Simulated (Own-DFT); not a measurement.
# Computed records: SiC (4H silicon carbide, strained, atoms displaced)

All values are calculated (Own-DFT development build). A calculation, not a measurement: plane-wave PBE density functional theory by an unreviewed code, no spin, of a simulated periodic cell, stress positive in tension, free energy of the whole cell less one offset for each atom, forces on such cells passed a denser k mesh, this cell's mesh not checked; offsets are fitted by least squares, one for each functional and potential file, so energies compare only between cells with the same atoms and settings and are not formation energies; the far tail of each file's local potential was reset to the Coulomb form; each entry is a single point on an unrelaxed cell, so the pressure reflects the starting lattice, mostly measured values (interpolated for alloys), from which strain is counted, and rises with the displacements; printed positions are rounded, which can move forces by about a meV/angstrom; the program, named Own-DFT, is a retired in-house code; no spin-orbit coupling; before rounding, a Quantum ESPRESSO 7.3.1 run of the same cell and cutoff gave forces within 1 meV/angstrom rms on each cell, which checks the program and not the settings.

Settings shared by all entries: functional PBE; potential files PseudoDojo norm-conserving, scalar-relativistic, standard set; wave cutoff 42 hartree; occupations Fermi-Dirac; smearing width 0.1 eV; k mesh 5 x 5 x 3 centred on Gamma.

(1) SiC (4H silicon carbide, strained, atoms displaced)

```
SiC
1.0
      6.2467    -0.0111     0.0814
     -3.1329     5.2779    -0.1425
      0.1329    -0.1920    10.2112
Si C Si C Si C Si C Si C Si C Si C Si C
2 2 2 2 2 2 2 2 2 2 2 2 2 2 2 2
Direct
  0.99360 0.00172 0.40764
  0.15979 0.34435 0.15414
  0.99715 0.98435 0.08354
  0.15169 0.32033 0.34794
  0.97938 0.48324 0.40700
  0.14921 0.82669 0.15694
  0.99337 0.48600 0.08556
  0.17378 0.83010 0.34607
  0.50379 0.99632 0.40209
  0.67621 0.33411 0.14941
  0.51869 0.01237 0.09587
  0.67108 0.34331 0.34261
  0.50077 0.50056 0.40285
  0.67559 0.84743 0.16022
  0.50941 0.50453 0.09026
  0.65957 0.82994 0.34223
  0.98910 0.98867 0.90529
  0.83019 0.65803 0.66342
  0.98456 0.99987 0.59268
  0.82794 0.67758 0.84966
  0.00505 0.49803 0.90408
  0.84020 0.16465 0.65503
  0.99374 0.49535 0.59403
  0.83007 0.17571 0.83939
  0.49043 0.97918 0.90306
  0.34319 0.66345 0.65641
  0.49057 0.98899 0.59919
  0.33388 0.67052 0.84130
  0.50027 0.49947 0.90779
  0.33409 0.17269 0.65061
  0.50351 0.48783 0.60021
  0.32374 0.15813 0.83800
```

- free energy of cell above offsets: -2.378 eV
- pressure: 2.51 GPa
- stress xx: 2.36 GPa
- stress yy: -12.11 GPa
- stress zz: 2.21 GPa
- stress yz: -6.7 GPa
- stress xz: 4.48 GPa
- stress xy: -0.38 GPa

Force:
```
element  x (eV/Å)  y (eV/Å)  z (eV/Å)
     Si     0.973    -1.648     0.214
     Si     2.598    -1.754      0.08
      C    -0.727     1.881     2.455
      C     0.518     1.653    -1.253
     Si     1.714      2.31     0.875
     Si     2.175      0.75    -0.032
      C     0.349     1.839     0.776
      C    -1.756    -0.409    -0.487
     Si    -1.398     0.602     1.518
     Si    -1.927     1.058     1.071
      C    -1.587    -2.901    -1.054
      C    -0.607      -1.6    -0.956
     Si    -0.816    -0.543     0.939
     Si     0.112    -1.331    -1.589
      C    -1.082    -0.167     1.221
      C     1.272      0.13     0.161
     Si     0.149     3.867    -0.551
     Si     0.098     1.036    -0.628
      C     2.764    -1.249    -0.408
      C     1.282    -3.571    -1.608
     Si    -1.211     0.728    -0.519
     Si    -2.824     0.567     0.694
      C     0.879     0.195      0.11
      C     0.707    -2.025     0.561
     Si     -0.35     4.709     0.893
     Si    -1.554    -0.421    -0.371
      C     0.865     1.071    -1.866
      C      0.56    -3.112    -0.065
     Si     -0.56    -0.836    -0.485
     Si    -0.252    -3.098     1.505
      C    -0.653     2.174    -2.205
      C     0.289     0.094     1.007
```

(2) SiC (4H silicon carbide, strained, atoms displaced)

```
SiC
1.0
      6.2699     0.1222    -0.0463
     -3.0291     5.3809     0.0131
     -0.0757    -0.0190    10.2042
Si C Si C Si C Si C Si C Si C Si C Si C
2 2 2 2 2 2 2 2 2 2 2 2 2 2 2 2
Direct
  0.99689 0.98508 0.40716
  0.16236 0.32737 0.15765
  0.99669 0.98678 0.09237
  0.16230 0.32562 0.34123
  0.00645 0.48363 0.40799
  0.16471 0.83937 0.15154
  0.01117 0.50699 0.09754
  0.17168 0.83477 0.34082
  0.50791 0.01334 0.40889
  0.67187 0.33780 0.15738
  0.48725 0.00270 0.09272
  0.67334 0.34119 0.34800
  0.49679 0.50740 0.40377
  0.67219 0.84630 0.16188
  0.49476 0.49197 0.09615
  0.66523 0.83670 0.34090
  0.99067 0.98417 0.90816
  0.81223 0.65344 0.65494
  0.00443 0.02052 0.58589
  0.83886 0.65322 0.84204
  0.01617 0.51170 0.90920
  0.83651 0.16394 0.66147
  0.01347 0.49659 0.59199
  0.83731 0.17378 0.84200
  0.49135 0.99214 0.90369
  0.34359 0.67255 0.65967
  0.49641 0.99424 0.60758
  0.32433 0.66245 0.83614
  0.50815 0.49458 0.90518
  0.35049 0.18352 0.65462
  0.50695 0.50184 0.60647
  0.34819 0.16719 0.84002
```

* free energy of cell above offsets: -2.450 eV
* pressure: -4.64 GPa
* stress xx: 5.14 GPa
* stress yy: 6.67 GPa
* stress zz: 2.13 GPa
* stress yz: -0.41 GPa
* stress xz: -2.22 GPa
* stress xy: 7.95 GPa

Force:
```
element  x (eV/Å)  y (eV/Å)  z (eV/Å)
     Si    -0.081     0.996    -0.679
     Si     0.994     0.254    -0.651
      C    -1.972     1.527     0.041
      C     1.241    -0.559     0.359
     Si    -1.522     1.996     0.032
     Si     1.691     -0.95     1.858
      C    -0.844    -0.612    -0.778
      C     0.408    -0.517     0.681
     Si    -0.578    -1.085     0.298
     Si    -0.208    -0.206    -0.155
      C     1.673     0.169    -0.072
      C     0.033    -0.112    -0.159
     Si     0.556    -0.596     0.327
     Si    -0.715    -1.643    -2.074
      C    -0.079     1.236    -0.292
      C     0.261     0.166     1.657
     Si     0.256     1.451    -1.425
     Si     4.482     2.445     0.123
      C     1.091    -1.977     1.646
      C     -1.67     1.171     0.328
     Si    -0.054    -2.063    -0.316
     Si    -0.314     0.948    -1.026
      C    -1.345       0.2     0.552
      C     0.432    -1.049     1.801
     Si     1.506      0.58     0.176
     Si    -1.619    -1.019    -0.853
      C     0.958     1.394    -2.676
      C     1.569     0.278     2.638
     Si    -0.788    -0.019     0.454
     Si    -1.403    -2.657     0.858
      C    -1.674     0.257    -3.234
      C    -2.285    -0.005     0.563
```

(3) SiC (4H silicon carbide, strained, atoms displaced)

```
SiC
1.0
      6.0763     0.0995     0.0065
     -2.9520     5.2717     0.0066
      0.0106     0.0186     9.9537
Si C Si C Si C Si C Si C Si C Si C Si C
2 2 2 2 2 2 2 2 2 2 2 2 2 2 2 2
Direct
  0.99733 0.98535 0.41266
  0.17967 0.34598 0.15270
  0.01621 0.01128 0.09759
  0.17139 0.34104 0.34279
  0.01777 0.50287 0.40496
  0.15806 0.83916 0.16018
  0.01713 0.51406 0.10386
  0.17396 0.82848 0.34307
  0.48412 0.99551 0.39758
  0.65551 0.32551 0.16585
  0.49585 0.00570 0.09324
  0.65307 0.33352 0.34280
  0.48456 0.49090 0.39855
  0.67583 0.83053 0.15194
  0.50339 0.51236 0.09771
  0.66265 0.83829 0.34288
  0.00633 0.99094 0.89876
  0.83205 0.66716 0.65693
  0.96787 0.98844 0.59450
  0.81382 0.65819 0.83614
  0.99259 0.50155 0.90543
  0.83768 0.15845 0.65787
  0.99811 0.50467 0.59201
  0.82589 0.17662 0.83521
  0.49299 0.97661 0.90595
  0.31715 0.64923 0.66169
  0.48892 0.01110 0.59955
  0.34638 0.68096 0.84586
  0.50890 0.50886 0.90881
  0.32128 0.15392 0.66066
  0.49579 0.50798 0.59458
  0.33365 0.15473 0.85642
```

- free energy of cell above offsets: -0.627 eV
- pressure: 13.84 GPa
- stress xx: -16.88 GPa
- stress yy: -10.53 GPa
- stress zz: -14.11 GPa
- stress yz: -2.02 GPa
- stress xz: 2.26 GPa
- stress xy: 8.97 GPa

Force:
```
element  x (eV/Å)  y (eV/Å)  z (eV/Å)
     Si    -1.468     1.066    -1.824
     Si    -0.468    -0.915     0.965
      C    -2.473    -0.128    -1.855
      C     0.232    -3.024     -0.52
     Si    -3.121    -0.442     0.556
     Si      2.81    -0.325    -0.628
      C    -2.752    -1.185    -2.233
      C    -2.472    -0.291     0.356
     Si      2.26     1.633     2.999
     Si     1.375     1.008    -2.787
      C     1.114    -0.898     0.349
      C     2.153     -0.29      1.51
     Si     0.927     2.491     2.521
     Si    -1.263     2.507     1.417
      C     1.431     -1.07    -1.332
      C     1.374    -0.797    -0.073
     Si    -1.983     1.127      1.59
     Si    -1.566    -1.511    -1.697
      C     4.726    -0.409    -0.456
      C     2.187     1.388     2.007
     Si      0.98    -0.089     0.991
     Si    -5.243     2.313    -0.996
      C     0.591    -1.194     0.265
      C     1.779    -1.143     3.065
     Si     0.177     5.096     1.466
     Si     0.246     2.887      -1.3
      C     2.592    -2.478    -2.011
      C    -1.382    -4.922    -0.608
     Si     -1.32    -2.375     0.365
     Si    -1.323     2.325     0.477
      C     0.646    -1.879    -0.472
      C    -0.765     1.522    -2.106
```

(4) SiC (4H silicon carbide, strained, atoms displaced)

```
SiC
1.0
      6.1349    -0.0822    -0.0944
     -3.1386     5.3879    -0.0189
     -0.1541    -0.1246    10.2249
Si C Si C Si C Si C Si C Si C Si C Si C
2 2 2 2 2 2 2 2 2 2 2 2 2 2 2 2
Direct
  0.99568 0.00185 0.41333
  0.16864 0.32648 0.16357
  0.99965 0.98637 0.09477
  0.16529 0.34739 0.34595
  0.99635 0.50786 0.41109
  0.15759 0.81588 0.15172
  0.99847 0.49988 0.08949
  0.17826 0.84036 0.34145
  0.48776 0.97220 0.40617
  0.66844 0.32548 0.16207
  0.48897 0.00365 0.08961
  0.65802 0.32879 0.35472
  0.51667 0.50339 0.39907
  0.65856 0.85379 0.15558
  0.50697 0.51788 0.08758
  0.64859 0.82482 0.34378
  0.99726 0.99969 0.90644
  0.84036 0.68758 0.65201
  0.99916 0.01407 0.59034
  0.83792 0.67401 0.84216
  0.01347 0.50430 0.90282
  0.83123 0.17269 0.66319
  0.00771 0.51331 0.59480
  0.82730 0.15937 0.84492
  0.50449 0.00187 0.89823
  0.33386 0.66266 0.65337
  0.49236 0.99118 0.58904
  0.32445 0.66421 0.83812
  0.51753 0.50784 0.90899
  0.32196 0.16410 0.66508
  0.51240 0.49825 0.59052
  0.33134 0.16266 0.84319
```

- free energy of cell above offsets: -2.617 eV
- pressure: 2.26 GPa
- stress xx: -6.79 GPa
- stress yy: -2.22 GPa
- stress zz: 2.25 GPa
- stress yz: -4.44 GPa
- stress xz: -4.46 GPa
- stress xy: -6.04 GPa

Force:
```
element  x (eV/Å)  y (eV/Å)  z (eV/Å)
     Si     0.496     1.003    -2.629
     Si    -0.096     0.723    -1.872
      C    -1.393     1.545     0.005
      C     0.472    -1.441     0.416
     Si     0.992    -0.091    -0.499
     Si     -0.33     1.612     1.097
      C     0.737    -2.051     0.307
      C    -3.487     -1.61    -0.271
     Si     0.099     3.336     1.586
     Si     -1.27     1.776    -0.768
      C     0.493     0.007    -0.356
      C     1.756    -1.275    -2.348
     Si     -2.86    -0.694     1.999
     Si     2.042    -1.925    -0.252
      C     0.078    -1.326     2.246
      C     2.392     0.841    -0.835
     Si     0.712     0.026      0.87
     Si     0.807     -1.35     1.005
      C    -0.358    -0.317     1.523
      C     0.756     -0.39    -0.455
     Si        -2    -0.549      0.68
     Si    -0.579     0.109    -2.109
      C    -1.237    -1.057     0.138
      C     0.953     1.278    -0.143
     Si    -1.419    -0.895     1.311
     Si     1.289     0.604    -0.056
      C    -0.087     0.578     1.553
      C     2.445     0.443     0.375
     Si    -1.663    -0.526    -0.985
     Si     2.086     0.901    -2.649
      C    -1.714    -0.141     0.168
      C    -0.113     0.857     0.946
```

(5) SiC (4H silicon carbide, strained, atoms displaced)

```
SiC
1.0
      6.2407    -0.0027     0.0495
     -3.1227     5.3884    -0.1061
      0.0808    -0.1534    10.0603
Si C Si C Si C Si C Si C Si C Si C Si C
2 2 2 2 2 2 2 2 2 2 2 2 2 2 2 2
Direct
  0.00113 0.00498 0.40839
  0.14459 0.31762 0.14860
  0.99789 0.98501 0.10139
  0.16408 0.33151 0.33343
  0.99507 0.49772 0.40490
  0.14978 0.82499 0.15578
  0.00620 0.50213 0.09441
  0.16023 0.83339 0.34998
  0.51030 0.00899 0.40403
  0.65957 0.31287 0.15113
  0.51273 0.02017 0.10032
  0.65464 0.32305 0.34732
  0.50513 0.49327 0.41038
  0.66672 0.83146 0.14884
  0.51237 0.51245 0.08668
  0.67173 0.83511 0.34085
  0.00556 0.99851 0.90784
  0.83299 0.65900 0.65635
  0.00117 0.00882 0.59214
  0.83371 0.66932 0.84483
  0.00045 0.49926 0.91978
  0.81129 0.14801 0.65812
  0.00310 0.51660 0.59073
  0.81989 0.16272 0.84683
  0.49929 0.99362 0.90128
  0.33360 0.66948 0.65458
  0.50463 0.00364 0.59153
  0.32382 0.66360 0.84204
  0.50914 0.50258 0.91476
  0.34822 0.17559 0.65310
  0.50548 0.49854 0.59446
  0.33751 0.17726 0.84716
```

* free energy of cell above offsets: -2.162 eV
* pressure: 1.73 GPa
* stress xx: 3.2 GPa
* stress yy: -2.25 GPa
* stress zz: -6.13 GPa
* stress yz: -6.36 GPa
* stress xz: 2.91 GPa
* stress xy: 0.23 GPa

Force:
```
element  x (eV/Å)  y (eV/Å)  z (eV/Å)
     Si    -0.332     0.001    -1.003
     Si     2.582     1.527     1.336
      C    -1.218     1.196     -2.72
      C     0.154     0.284     1.946
     Si     0.416      0.35    -0.259
     Si     2.639     1.096     2.323
      C    -0.903    -1.188     1.321
      C     0.871     -0.16    -1.124
     Si    -0.577    -2.404    -0.173
     Si    -0.958     6.334     2.554
      C    -0.503    -6.853    -3.073
      C     1.293     1.274     -1.43
     Si    -1.835     1.232    -1.828
     Si    -0.707     0.484     2.217
      C    -0.682    -2.368     2.902
      C    -0.269    -0.617     0.458
     Si     -0.73     0.266    -0.597
     Si    -0.419     1.968     0.214
      C     0.373    -0.573     1.142
      C     0.663    -0.476      0.46
     Si    -0.634      0.05    -4.563
     Si     2.458     2.779     0.126
      C     1.264    -2.255     0.339
      C     1.797     0.359     0.272
     Si     -1.41     0.595     1.346
     Si    -0.344      -0.6    -0.055
      C    -0.837    -1.017    -0.049
      C     0.847    -0.357     1.017
     Si    -0.874     0.449     -3.78
     Si     -1.95    -0.838     1.059
      C    -0.708     0.525     0.106
      C     0.533    -1.063    -0.486
```

(6) SiC (4H silicon carbide, strained, atoms displaced)

```
SiC
1.0
      6.0737    -0.0842     0.0745
     -3.1097     5.4612    -0.0623
      0.1216    -0.0472    10.1712
Si C Si C Si C Si C Si C Si C Si C Si C
2 2 2 2 2 2 2 2 2 2 2 2 2 2 2 2
Direct
  0.98531 0.99757 0.40563
  0.18334 0.34091 0.16024
  0.99583 0.98690 0.09604
  0.16968 0.33507 0.34517
  0.99827 0.50769 0.41348
  0.16824 0.83899 0.15503
  0.02352 0.52332 0.10775
  0.15116 0.83342 0.34624
  0.49691 0.99676 0.40833
  0.69167 0.35156 0.15663
  0.50188 0.00428 0.09177
  0.66347 0.33349 0.34464
  0.50610 0.50948 0.41194
  0.67489 0.83757 0.16518
  0.50143 0.50464 0.08890
  0.66266 0.83229 0.34356
  0.00138 0.98963 0.90345
  0.83029 0.66915 0.65820
  0.00568 0.00729 0.59213
  0.82726 0.68016 0.85648
  0.98060 0.49118 0.91072
  0.82729 0.16774 0.65715
  0.99813 0.49080 0.58745
  0.83164 0.16682 0.84137
  0.50443 0.00261 0.90666
  0.32786 0.67317 0.65892
  0.51365 0.00352 0.59001
  0.34858 0.69080 0.84236
  0.50319 0.51854 0.90825
  0.33910 0.16826 0.65750
  0.50707 0.49642 0.60024
  0.34243 0.15977 0.84730
```

- free energy of cell above offsets: -2.702 eV
- pressure: 3.12 GPa
- stress xx: -9.82 GPa
- stress yy: 1.04 GPa
- stress zz: -0.59 GPa
- stress yz: -1.7 GPa
- stress xz: 3.63 GPa
- stress xy: -7.15 GPa

Force:
```
element  x (eV/Å)  y (eV/Å)  z (eV/Å)
     Si     1.717     1.504     0.501
     Si    -1.138    -1.081     0.027
      C     0.024     2.387    -0.736
      C    -0.493     0.197     0.787
     Si     0.323     -0.66    -3.065
     Si     0.602     1.333     1.475
      C     0.462    -2.608    -2.839
      C     1.341     0.013     0.093
     Si    -1.147     0.865    -1.094
     Si    -2.209    -1.741     0.406
      C     1.358     0.869     0.931
      C     0.219     -0.02      0.39
     Si    -0.114    -1.532    -0.439
     Si    -1.689    -0.557    -2.474
      C     1.367     0.607     1.397
      C    -0.749    -0.358     1.093
     Si    -0.475     3.136     1.748
     Si     1.199     0.753     0.374
      C    -0.476    -0.804       0.7
      C     2.316    -2.385    -2.943
     Si     1.619     1.709     0.286
     Si     1.975     0.377    -0.181
      C    -0.581     1.214     3.171
      C     1.176     0.618     0.628
     Si     -0.22     0.359     1.078
     Si     1.342    -0.398    -0.548
      C     -2.02    -1.015     0.469
      C    -1.341    -2.775     0.256
     Si    -1.282    -2.064     -0.09
     Si     0.063    -0.262     0.123
      C     -1.79     0.577     -0.69
      C     -1.38     1.742    -0.836
```
